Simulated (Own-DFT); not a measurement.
# Computed records: GaP (zincblende, strained, atoms displaced), GaP (zincblende, atoms displaced), GaN (wurtzite, strained, atoms displaced)

Computed with Own-DFT development build. A calculation, not a measurement: plane-wave PBE density functional theory by an unreviewed code, no spin, of a simulated periodic cell, stress positive in tension, free energy of the whole cell less one offset for each atom, forces on such cells passed a denser k mesh, this cell's mesh not checked; offsets are fitted by least squares, one for each functional and potential file, so energies compare only between cells with the same atoms and settings and are not formation energies; the far tail of each file's local potential was reset to the Coulomb form; each entry is a single point on an unrelaxed cell, so the pressure reflects the starting lattice, mostly measured values (interpolated for alloys), from which strain is counted, and rises with the displacements; printed positions are rounded, which can move forces by about a meV/angstrom; the program, named Own-DFT, is a retired in-house code; no spin-orbit coupling.

Settings shared by all entries: functional PBE.

(1) 
```cif
# cell vector a (Å): 10.8620 0.0000 0.0000
# cell vector b (Å): 0.0000 10.8620 0.0000
# cell vector c (Å): 0.0000 0.0000 10.9361
data_GaP
_symmetry_space_group_name_H-M 'P 1'
_symmetry_Int_Tables_number 1
_cell_length_a 10.8620
_cell_length_b 10.8620
_cell_length_c 10.9361
_cell_angle_alpha 90.000
_cell_angle_beta 90.000
_cell_angle_gamma 90.000
_cell_volume 1290.27
loop_
_atom_site_label
_atom_site_type_symbol
_atom_site_fract_x
_atom_site_fract_y
_atom_site_fract_z
_atom_site_occupancy
Ga1 Ga 0.99970 0.00086 0.00881 1
Ga2 Ga 0.00087 0.24623 0.25623 1
Ga3 Ga 0.24482 0.99623 0.25624 1
Ga4 Ga 0.24794 0.25347 0.99241 1
P1 P 0.12170 0.12570 0.12091 1
P2 P 0.12788 0.37354 0.38212 1
P3 P 0.37563 0.12058 0.38078 1
P4 P 0.37316 0.37638 0.12572 1
Ga5 Ga 0.00193 0.99789 0.50914 1
Ga6 Ga 0.00035 0.25079 0.74322 1
Ga7 Ga 0.25265 0.00274 0.75040 1
Ga8 Ga 0.25729 0.24662 0.49423 1
P5 P 0.12039 0.11964 0.62878 1
P6 P 0.12580 0.36130 0.87765 1
P7 P 0.37815 0.12929 0.87614 1
P8 P 0.36684 0.36827 0.62958 1
Ga9 Ga 0.99716 0.49935 0.99629 1
Ga10 Ga 0.00294 0.74853 0.24010 1
Ga11 Ga 0.24011 0.49815 0.25095 1
Ga12 Ga 0.24895 0.74731 0.00340 1
P9 P 0.11880 0.62619 0.12310 1
P10 P 0.12763 0.87506 0.37163 1
P11 P 0.37281 0.63017 0.37073 1
P12 P 0.38025 0.87439 0.12859 1
Ga13 Ga 0.00156 0.49569 0.49844 1
Ga14 Ga 0.00210 0.74693 0.75190 1
Ga15 Ga 0.24471 0.49907 0.75322 1
Ga16 Ga 0.25612 0.75168 0.50220 1
P13 P 0.12536 0.62013 0.62843 1
P14 P 0.12363 0.86538 0.87393 1
P15 P 0.37512 0.62716 0.87515 1
P16 P 0.37860 0.87281 0.61990 1
Ga17 Ga 0.50021 0.00728 0.99811 1
Ga18 Ga 0.50096 0.24686 0.25498 1
Ga19 Ga 0.74447 0.99610 0.25134 1
Ga20 Ga 0.74723 0.25938 0.00021 1
P17 P 0.62885 0.12841 0.12182 1
P18 P 0.62019 0.36844 0.37909 1
P19 P 0.87886 0.13087 0.38265 1
P20 P 0.88873 0.37757 0.13458 1
Ga21 Ga 0.50314 0.00203 0.48710 1
Ga22 Ga 0.50667 0.25000 0.75809 1
Ga23 Ga 0.74626 0.99984 0.74997 1
Ga24 Ga 0.75713 0.25261 0.49650 1
P21 P 0.63073 0.13036 0.62174 1
P22 P 0.62255 0.37122 0.88250 1
P23 P 0.86839 0.12324 0.87286 1
P24 P 0.86558 0.37227 0.62818 1
Ga25 Ga 0.49867 0.49091 0.00365 1
Ga26 Ga 0.50348 0.75861 0.24888 1
Ga27 Ga 0.74867 0.49970 0.26694 1
Ga28 Ga 0.75137 0.75645 0.00411 1
P25 P 0.63021 0.62221 0.12959 1
P26 P 0.62506 0.87050 0.38021 1
P27 P 0.87735 0.62344 0.37944 1
P28 P 0.88405 0.87745 0.12616 1
Ga29 Ga 0.49644 0.50146 0.49359 1
Ga30 Ga 0.50785 0.75009 0.75496 1
Ga31 Ga 0.75240 0.49813 0.75489 1
Ga32 Ga 0.74739 0.75681 0.49502 1
P29 P 0.62430 0.62443 0.62314 1
P30 P 0.62481 0.87717 0.87881 1
P31 P 0.88238 0.62787 0.87762 1
P32 P 0.87536 0.87694 0.61963 1
_calc_potential_files 'PseudoDojo norm-conserving, scalar-relativistic, standard set'
_calc_wave_cutoff 42  # hartree
_calc_occupations 'Fermi-Dirac'
_calc_smearing_width 0.1  # eV
_calc_hardware 'one NVIDIA H100'
_calc_k_mesh '3 x 3 x 3 centred on Gamma'
_calc_free_energy_of_cell_above_offsets '-33.158'  # eV
_calc_pressure 3.6  # GPa
_calc_stress_xx -3.8  # GPa
_calc_stress_yy -3.83  # GPa
_calc_stress_zz -3.17  # GPa
_calc_stress_yz 0.15  # GPa
_calc_stress_xz -0.51  # GPa
_calc_stress_xy 0.35  # GPa
_calc_wall_time 526.5  # s
```

Force:
```
element  x (eV/Å)  y (eV/Å)  z (eV/Å)
     Ga     0.044     0.106    -1.874
     Ga     0.603     0.126    -0.248
     Ga     0.773     0.765    -1.209
     Ga     1.005    -1.005     1.636
      P     1.076     0.249     0.878
      P    -0.116    -0.504    -0.634
      P    -0.305     0.263    -1.629
      P    -0.502    -0.678     0.594
     Ga     0.098     0.034    -1.268
     Ga    -0.655    -0.487     0.621
     Ga     0.019    -0.745     0.091
     Ga    -0.885    -0.069     1.295
      P     1.142     0.735    -0.453
      P    -1.253     2.082    -1.082
      P    -0.423    -0.426    -0.197
      P     1.136     0.644    -0.028
     Ga     0.664    -0.543     0.307
     Ga     -0.39     0.105     1.515
     Ga     0.604     0.484    -0.167
     Ga     0.416     0.185    -0.033
      P     0.881    -0.907    -0.377
      P    -1.003    -0.792     1.077
      P     0.101    -0.436     -0.26
      P    -0.795     0.833     -0.67
     Ga    -0.408     0.227     0.994
     Ga    -0.266     0.162    -0.982
     Ga     0.425    -0.356      0.29
     Ga     -0.81    -0.453    -0.155
      P    -0.126     0.479    -0.688
      P     0.468     1.506     0.578
      P     0.194    -0.649     0.274
      P     0.583     0.819     0.855
     Ga    -0.085    -0.503     0.542
     Ga    -0.435    -0.175    -0.765
     Ga      0.84     0.524     0.067
     Ga     1.627    -0.686     0.785
      P    -0.299    -0.198     0.639
      P     0.376     0.497     0.048
      P     -0.14    -1.496    -0.692
      P    -1.705     0.117    -0.381
     Ga     0.304    -0.207     2.072
     Ga    -0.461    -0.121    -1.332
     Ga     0.219    -0.055    -0.406
     Ga    -0.885    -0.075     0.413
      P    -0.674    -0.536    -0.007
      P     0.285     1.163    -0.764
      P     0.723     0.423     0.542
      P     1.278     0.646    -0.213
     Ga    -0.001     1.448    -0.042
     Ga     0.076    -1.304    -0.029
     Ga     0.219    -0.334    -1.104
     Ga     0.208    -0.587     0.078
      P    -0.257     0.114    -0.141
      P    -0.165     0.873    -1.252
      P     0.195      0.78     -0.21
      P    -1.533    -0.114     0.495
     Ga    -0.507    -0.201     0.842
     Ga    -0.661    -0.086    -0.552
     Ga    -0.495     0.601     0.137
     Ga     0.974    -1.318     1.166
      P     0.356    -0.131     0.129
      P     0.131     0.061    -0.075
      P    -1.361    -0.138    -0.175
      P    -0.446    -0.736     1.137
```

(2) 
```cif
# cell vector a (Å): 10.9010 0.0000 0.0000
# cell vector b (Å): 0.0000 10.9010 0.0000
# cell vector c (Å): 0.0000 0.0000 10.9010
data_GaP
_symmetry_space_group_name_H-M 'P 1'
_symmetry_Int_Tables_number 1
_cell_length_a 10.9010
_cell_length_b 10.9010
_cell_length_c 10.9010
_cell_angle_alpha 90.000
_cell_angle_beta 90.000
_cell_angle_gamma 90.000
_cell_volume 1295.39
loop_
_atom_site_label
_atom_site_type_symbol
_atom_site_fract_x
_atom_site_fract_y
_atom_site_fract_z
_atom_site_occupancy
Ga1 Ga 0.01177 0.00627 0.99463 1
Ga2 Ga 0.00660 0.25579 0.23777 1
Ga3 Ga 0.24645 0.01392 0.26158 1
Ga4 Ga 0.23670 0.24056 0.99761 1
P1 P 0.12139 0.12664 0.10891 1
P2 P 0.14530 0.36869 0.36157 1
P3 P 0.38297 0.12053 0.40444 1
P4 P 0.37927 0.36144 0.13931 1
Ga5 Ga 0.97541 0.99875 0.49244 1
Ga6 Ga 0.98349 0.24760 0.75406 1
Ga7 Ga 0.24811 0.00710 0.75945 1
Ga8 Ga 0.26351 0.25189 0.48548 1
P5 P 0.12858 0.12636 0.61443 1
P6 P 0.11888 0.37732 0.86825 1
P7 P 0.38536 0.12678 0.89623 1
P8 P 0.37555 0.37015 0.62636 1
Ga9 Ga 0.99495 0.50598 0.00090 1
Ga10 Ga 0.01066 0.75541 0.24439 1
Ga11 Ga 0.24780 0.50196 0.27269 1
Ga12 Ga 0.25201 0.73753 0.00476 1
P9 P 0.13536 0.63801 0.10703 1
P10 P 0.11243 0.85084 0.38274 1
P11 P 0.38455 0.62524 0.38420 1
P12 P 0.37991 0.87049 0.12436 1
Ga13 Ga 0.00513 0.50108 0.50323 1
Ga14 Ga 0.00287 0.73305 0.75631 1
Ga15 Ga 0.24838 0.51024 0.74657 1
Ga16 Ga 0.26240 0.75113 0.50189 1
P13 P 0.11213 0.62511 0.63007 1
P14 P 0.12277 0.87818 0.87763 1
P15 P 0.37474 0.62247 0.87226 1
P16 P 0.38170 0.85028 0.61037 1
Ga17 Ga 0.49029 0.00891 0.01280 1
Ga18 Ga 0.49076 0.24356 0.25835 1
Ga19 Ga 0.74248 0.98822 0.25705 1
Ga20 Ga 0.74003 0.25710 0.00344 1
P17 P 0.62241 0.12331 0.13290 1
P18 P 0.62558 0.38378 0.38424 1
P19 P 0.88359 0.11839 0.36716 1
P20 P 0.87976 0.38034 0.12062 1
Ga21 Ga 0.49986 0.02233 0.49376 1
Ga22 Ga 0.50770 0.25740 0.74475 1
Ga23 Ga 0.74401 0.00475 0.73746 1
Ga24 Ga 0.75564 0.24889 0.48662 1
P21 P 0.62272 0.12436 0.61987 1
P22 P 0.62415 0.38208 0.87927 1
P23 P 0.87042 0.12524 0.87597 1
P24 P 0.87323 0.37671 0.62178 1
Ga25 Ga 0.50211 0.49289 0.01977 1
Ga26 Ga 0.50162 0.75355 0.25075 1
Ga27 Ga 0.75000 0.48406 0.25779 1
Ga28 Ga 0.76315 0.74684 0.98795 1
P25 P 0.64005 0.64445 0.13786 1
P26 P 0.62521 0.87830 0.36749 1
P27 P 0.87649 0.62385 0.35977 1
P28 P 0.89219 0.87386 0.12924 1
Ga29 Ga 0.50306 0.50899 0.52142 1
Ga30 Ga 0.49348 0.74612 0.75425 1
Ga31 Ga 0.74524 0.49214 0.75881 1
Ga32 Ga 0.74966 0.73228 0.50202 1
P29 P 0.62674 0.62303 0.63420 1
P30 P 0.61862 0.86417 0.89272 1
P31 P 0.86543 0.62519 0.87848 1
P32 P 0.87487 0.88111 0.62729 1
_calc_potential_files 'PseudoDojo norm-conserving, scalar-relativistic, standard set'
_calc_wave_cutoff 42  # hartree
_calc_occupations 'Fermi-Dirac'
_calc_smearing_width 0.1  # eV
_calc_hardware 'one NVIDIA H100'
_calc_k_mesh '3 x 3 x 3 centred on Gamma'
_calc_free_energy_of_cell_above_offsets '-24.549'  # eV
_calc_pressure 5.24  # GPa
_calc_stress_xx -5.58  # GPa
_calc_stress_yy -5.13  # GPa
_calc_stress_zz -5.02  # GPa
_calc_stress_yz 1.28  # GPa
_calc_stress_xz -0.36  # GPa
_calc_stress_xy -0.08  # GPa
_calc_wall_time 548.1  # s
```

Force:
```
element  x (eV/Å)  y (eV/Å)  z (eV/Å)
     Ga    -2.243    -1.219    -0.294
     Ga    -0.196     -0.52     0.272
     Ga    -0.139    -1.727    -0.327
     Ga     1.714     2.372    -0.927
      P     0.304    -0.234     3.244
      P    -3.387    -1.269     2.087
      P    -3.984     2.624    -6.258
      P    -1.937     1.351    -1.107
     Ga      2.99    -1.074     1.276
     Ga      1.49     0.283    -1.048
     Ga     0.641    -0.339    -0.923
     Ga    -1.656     0.798     2.433
      P    -0.656     0.081     0.383
      P     0.175    -0.073     0.451
      P    -1.349     1.295    -3.195
      P    -0.512     0.989     0.009
     Ga     1.146     0.156    -0.549
     Ga    -0.484    -1.838    -0.998
     Ga     2.363     2.397    -3.238
     Ga     2.902     3.625     -3.01
      P    -3.264      -3.9     4.202
      P     1.723     2.983     1.177
      P    -0.187    -0.268    -0.552
      P    -1.469     0.508     0.824
     Ga    -0.654    -0.493    -1.275
     Ga    -1.127      2.46     0.747
     Ga    -0.225    -1.162      0.16
     Ga     -3.06    -1.823    -1.451
      P     2.351     -0.23    -1.339
      P     0.794    -1.358    -0.535
      P     0.186    -0.794     1.113
      P     1.801     4.288     2.619
     Ga      1.85    -1.937     0.556
     Ga     1.641    -0.278     1.014
     Ga     2.161     1.303    -2.084
     Ga     0.768    -0.874     0.098
      P     0.503     0.324     0.311
      P    -1.213    -1.246     0.071
      P    -1.418     1.893    -1.639
      P    -0.886    -0.554     0.527
     Ga     4.312    -6.458     3.334
     Ga    -0.316    -0.729      1.05
     Ga    -0.011     -1.11     1.858
     Ga     0.013    -0.005     0.597
      P     0.652     1.333     0.233
      P    -0.866    -0.761     0.372
      P    -0.915    -0.406     0.502
      P     -0.26    -0.302     0.113
     Ga     0.124     1.235    -0.029
     Ga    -0.271    -0.059     0.157
     Ga     0.261     1.525    -1.029
     Ga     -1.21     2.076     2.775
      P    -0.206     -2.27    -0.795
      P    -1.225    -1.098     2.865
      P     0.632    -0.487     1.081
      P    -1.667     1.113    -1.358
     Ga    -0.425     -1.09    -1.088
     Ga     0.988     0.446     0.203
     Ga     0.905     0.686     -1.17
     Ga     0.527       1.5    -0.489
      P     0.551     0.451     0.928
      P    -0.193     1.681    -1.566
      P       1.7    -1.871    -1.682
      P    -0.557    -1.918     0.314
```

(3) 
```cif
# cell vector a (Å): 12.7560 0.0319 0.0000
# cell vector b (Å): -4.7628 8.2733 0.0000
# cell vector c (Å): 0.0000 0.0000 10.3700
data_GaN
_symmetry_space_group_name_H-M 'P 1'
_symmetry_Int_Tables_number 1
_cell_length_a 12.7560
_cell_length_b 9.5463
_cell_length_c 10.3700
_cell_angle_alpha 90.000
_cell_angle_beta 90.000
_cell_angle_gamma 119.785
_cell_volume 1095.97
loop_
_atom_site_label
_atom_site_type_symbol
_atom_site_fract_x
_atom_site_fract_y
_atom_site_fract_z
_atom_site_occupancy
Ga1 Ga 0.08588 0.22688 0.00158 1
Ga2 Ga 0.16334 0.11064 0.24521 1
N1 N 0.08999 0.22598 0.18785 1
N2 N 0.16430 0.10691 0.43554 1
Ga3 Ga 0.08560 0.23143 0.50443 1
Ga4 Ga 0.17236 0.11135 0.74928 1
N3 N 0.07957 0.22130 0.68473 1
N4 N 0.16973 0.11301 0.93828 1
Ga5 Ga 0.07990 0.55311 0.99750 1
Ga6 Ga 0.16473 0.44680 0.24190 1
N5 N 0.07918 0.55424 0.19292 1
N6 N 0.16838 0.44057 0.44195 1
Ga7 Ga 0.08251 0.54902 0.49712 1
Ga8 Ga 0.16741 0.44369 0.75223 1
N7 N 0.08688 0.55579 0.68289 1
N8 N 0.16295 0.44501 0.94264 1
Ga9 Ga 0.08658 0.89636 0.99554 1
Ga10 Ga 0.16687 0.77390 0.24693 1
N9 N 0.08545 0.88767 0.18322 1
N10 N 0.16658 0.77569 0.44578 1
Ga11 Ga 0.08225 0.88608 0.50494 1
Ga12 Ga 0.16398 0.76669 0.75669 1
N11 N 0.08277 0.87926 0.68994 1
N12 N 0.17187 0.76840 0.93659 1
Ga13 Ga 0.32894 0.22424 0.99421 1
Ga14 Ga 0.40979 0.10647 0.24630 1
N13 N 0.33165 0.22576 0.18435 1
N14 N 0.41279 0.10365 0.43815 1
Ga15 Ga 0.33434 0.22911 0.50123 1
Ga16 Ga 0.42878 0.11803 0.75368 1
N15 N 0.32574 0.21773 0.68063 1
N16 N 0.41860 0.10973 0.93385 1
Ga17 Ga 0.33380 0.55867 0.00165 1
Ga18 Ga 0.41020 0.44177 0.24832 1
N17 N 0.33055 0.54534 0.17661 1
N18 N 0.40924 0.43537 0.43486 1
Ga19 Ga 0.33009 0.55918 0.49618 1
Ga20 Ga 0.40608 0.43770 0.74801 1
N19 N 0.33830 0.55327 0.68756 1
N20 N 0.41264 0.44389 0.93535 1
Ga21 Ga 0.33232 0.88813 0.99905 1
Ga22 Ga 0.41352 0.77435 0.25255 1
N21 N 0.33324 0.88459 0.18120 1
N22 N 0.41550 0.78353 0.44179 1
Ga23 Ga 0.32614 0.88468 0.49021 1
Ga24 Ga 0.41475 0.78259 0.75683 1
N23 N 0.33400 0.88785 0.68038 1
N24 N 0.41550 0.77697 0.94119 1
Ga25 Ga 0.58147 0.21934 0.00569 1
Ga26 Ga 0.68011 0.12192 0.25144 1
N25 N 0.58838 0.23195 0.19233 1
N26 N 0.67051 0.12035 0.44764 1
Ga27 Ga 0.58568 0.22341 0.49903 1
Ga28 Ga 0.67086 0.11185 0.75046 1
N27 N 0.57920 0.21640 0.68796 1
N28 N 0.66514 0.10790 0.94136 1
Ga29 Ga 0.57956 0.54989 0.00422 1
Ga30 Ga 0.66348 0.44279 0.25181 1
N29 N 0.58201 0.55133 0.18479 1
N30 N 0.66293 0.44865 0.43734 1
Ga31 Ga 0.58892 0.55595 0.49598 1
Ga32 Ga 0.66270 0.43322 0.74323 1
N31 N 0.57929 0.55435 0.69056 1
N32 N 0.65936 0.45071 0.94651 1
Ga33 Ga 0.58105 0.89176 0.00162 1
Ga34 Ga 0.66622 0.78006 0.25873 1
N33 N 0.58263 0.89020 0.18937 1
N34 N 0.67243 0.77799 0.43080 1
Ga35 Ga 0.58358 0.89802 0.49975 1
Ga36 Ga 0.67339 0.78792 0.74500 1
N35 N 0.58539 0.90129 0.68820 1
N36 N 0.66007 0.77606 0.94060 1
Ga37 Ga 0.83508 0.22813 0.99701 1
Ga38 Ga 0.91716 0.11860 0.24652 1
N37 N 0.83737 0.23083 0.19304 1
N38 N 0.91109 0.11160 0.44464 1
Ga39 Ga 0.82631 0.21965 0.50389 1
Ga40 Ga 0.92051 0.11054 0.75094 1
N39 N 0.82290 0.21993 0.68611 1
N40 N 0.92696 0.11815 0.94716 1
Ga41 Ga 0.83507 0.56385 0.00420 1
Ga42 Ga 0.91929 0.45129 0.25321 1
N41 N 0.83349 0.55676 0.18930 1
N42 N 0.91932 0.44612 0.43945 1
Ga43 Ga 0.83186 0.54824 0.48991 1
Ga44 Ga 0.92437 0.45454 0.74171 1
N43 N 0.83812 0.55066 0.68611 1
N44 N 0.91693 0.44985 0.94419 1
Ga45 Ga 0.83961 0.89969 0.00797 1
Ga46 Ga 0.91526 0.77589 0.26095 1
N45 N 0.83235 0.88403 0.18608 1
N46 N 0.92312 0.78924 0.42684 1
Ga47 Ga 0.83758 0.88918 0.50676 1
Ga48 Ga 0.91786 0.76862 0.74313 1
N47 N 0.83953 0.90053 0.67854 1
N48 N 0.91533 0.77332 0.93989 1
_calc_potential_files 'PseudoDojo norm-conserving, scalar-relativistic, standard set with the stringent files for Ga'
_calc_wave_cutoff 96  # hartree
_calc_occupations 'Gaussian'
_calc_smearing_width 0.01  # eV
_calc_k_mesh '3 x 4 x 3 centred on Gamma'
_calc_free_energy_of_cell_above_offsets '-4.303'  # eV
_calc_pressure 7.35  # GPa
_calc_stress_xx -6.73  # GPa
_calc_stress_yy -6.7  # GPa
_calc_stress_zz -8.62  # GPa
_calc_stress_yz 0.4  # GPa
_calc_stress_xz 0.08  # GPa
_calc_stress_xy 0.37  # GPa
```

Force:
```
element  x (eV/Å)  y (eV/Å)  z (eV/Å)
     Ga     1.019     0.203     0.158
     Ga     1.167    -0.658     1.056
      N    -1.768    -0.056    -0.135
      N    -0.239     0.387     0.484
     Ga     0.108    -2.309    -1.322
     Ga    -1.514    -0.991    -0.181
      N     1.052     0.286     1.532
      N     -1.03     -0.13    -0.868
     Ga     0.007     0.169     0.977
     Ga     0.757    -0.312      1.05
      N     0.777     0.204    -0.932
      N    -0.859     1.081    -1.661
     Ga     0.266     0.835     0.046
     Ga     0.436     0.094    -0.206
      N     0.126    -0.642     0.571
      N     0.792     0.071    -0.744
     Ga     0.111    -1.655      0.36
     Ga    -0.555      0.86      0.62
      N    -0.338    -0.101     0.326
      N    -1.164    -1.076    -1.887
     Ga     0.413     0.747    -0.836
     Ga     0.951     1.492    -1.682
      N    -0.184      0.78      0.41
      N    -1.599     0.887     0.674
     Ga     1.684     0.407     0.807
     Ga     0.646     0.781     0.478
      N     0.294    -1.004    -0.284
      N     0.188     1.406     -0.53
     Ga    -0.054     -2.05    -1.183
     Ga     -2.84    -2.037    -1.077
      N     1.805     0.468     1.451
      N    -0.643     0.129     1.275
     Ga     0.041    -0.356    -1.943
     Ga     1.424      0.02     0.081
      N    -0.991     1.433     2.726
      N     0.473     2.343    -0.083
     Ga     1.465    -0.082     0.907
     Ga     2.155     0.149     0.409
      N    -2.441     1.183    -0.342
      N    -0.027    -0.103     0.051
     Ga     0.417     0.245    -0.578
     Ga     0.751     0.147    -0.591
      N    -0.326     0.096     1.198
      N     0.919    -0.818    -1.048
     Ga     0.818     1.032     1.932
     Ga     0.653    -0.379    -1.344
      N    -0.514     0.221     1.265
      N    -0.052     0.291    -0.078
     Ga     0.065     1.074      -0.3
     Ga    -2.364    -1.283     0.312
      N     -0.02    -2.223     0.001
      N     -0.69    -0.993     -2.09
     Ga    -1.802    -0.329     -0.11
     Ga    -1.573     -0.08     1.088
      N     1.717      1.01    -0.838
      N      0.23     1.131    -0.298
     Ga    -1.542      1.54    -0.787
     Ga     0.049     1.083    -0.786
      N    -0.886     0.638      1.75
      N     2.246    -1.253    -0.022
     Ga     -2.91     0.732     1.284
     Ga    -0.437     1.875     1.555
      N     0.786     0.165    -0.866
      N     3.124    -1.779    -1.833
     Ga     0.729    -0.836     0.151
     Ga     0.133    -0.488    -3.459
      N    -0.028     0.442     0.795
      N    -0.826     0.331       3.3
     Ga     0.493    -0.981     0.222
     Ga    -0.883    -1.139      1.09
      N     0.292    -1.755    -0.224
      N     1.199       0.8    -0.577
     Ga    -0.077    -0.354      0.41
     Ga     1.105    -1.131     1.182
      N     0.553     0.252    -1.228
      N     0.798     0.486    -1.047
     Ga     2.023     0.744      -0.1
     Ga    -1.024     0.739     0.356
      N     2.844     1.505     1.026
      N    -1.798    -0.451    -1.514
     Ga    -0.884    -1.223    -0.164
     Ga    -0.658     -0.28    -0.255
      N    -0.135    -0.025     0.944
      N    -0.266    -0.673     -0.09
     Ga    -0.385     1.339     0.857
     Ga     0.249    -1.954     1.378
      N    -2.057     0.202    -1.103
      N    -0.238    -0.339    -1.406
     Ga    -0.726    -1.808    -1.491
     Ga     0.235     0.395    -5.056
      N    -0.172     1.014     1.564
      N    -0.127    -1.303     5.124
     Ga    -0.455     0.509    -3.311
     Ga    -0.978      0.86     1.308
      N     0.411    -1.596     3.094
      N     0.082      1.72    -1.143
```
